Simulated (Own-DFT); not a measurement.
# Which defects push the lattice out? zincblende InP

Calculated, not measured: single-point runs of Own-DFT, a retired in-house plane-wave DFT program that no person has reviewed, on unrelaxed cells, without spin or spin-orbit coupling.

All runs used: PBE; PseudoDojo norm-conserving scalar-relativistic files; cutoff 36 hartree; 3 x 3 x 3 k mesh centred on Gamma; Fermi-Dirac smearing of 0.1 eV.

Limits (not all hold for every row): not probed for a lower state with spin; forces on such cells moved up to 12 meV/angstrom on a denser k mesh; stress not checked against mesh or cutoff.

All runs share one cell, with vectors in Å (11.737, 0.000, 0.000); (0.000, 11.737, 0.000); (0.000, 0.000, 11.737) and a volume of 1617.0 Å³. u is the rms random offset of the atoms per axis. The defect's site can differ from row to row.

```
cell,formula,u (Å),P (GPa)
no defect,In32P32,0.0228,3.22
no defect,In32P32,0.0488,3.48
no defect,In32P32,0.0522,3.61
two P vacancies,In32P30,0.0279,2.95
two P vacancies,In32P30,0.0297,2.86
two P vacancies,In32P30,0.0302,?
two P vacancies,In32P30,0.0309,3.00
one In on a P site and one P on an In site,In32P32,0.0301,3.72
one In on a P site and one P on an In site,In32P32,0.0505,3.95
one In on a P site and one P on an In site,In32P32,0.0563,4.02
```

## What the rows give

P = P0 + c u² + a shift for each defect gives P0 = 3.16 GPa, c = 149 ± 22 GPa/Å² and a scatter of 0.05 GPa. The shifts, and each times the cell's volume:

- one In on a P site and one P on an In site: 0.41 ± 0.04 GPa, 4.1 eV
- two P vacancies: -0.35 ± 0.05 GPa, -3.5 eV (-1.8 eV for each of its 2 sites)

Positive is outwards. The product with the volume (160.2 GPa Å³ to the eV) is nearly free of the cell's size; divided by the bulk modulus at the cell's pressure it gives the volume that the defect adds. The atoms around the defects weren't relaxed, which would change these numbers.

## Prediction

The question: what pressure belongs in the blank (two P vacancies, u = 0.0302 Å)?

From the fit: 2.94 ± 0.06 GPa. The run itself gave 2.89 GPa.
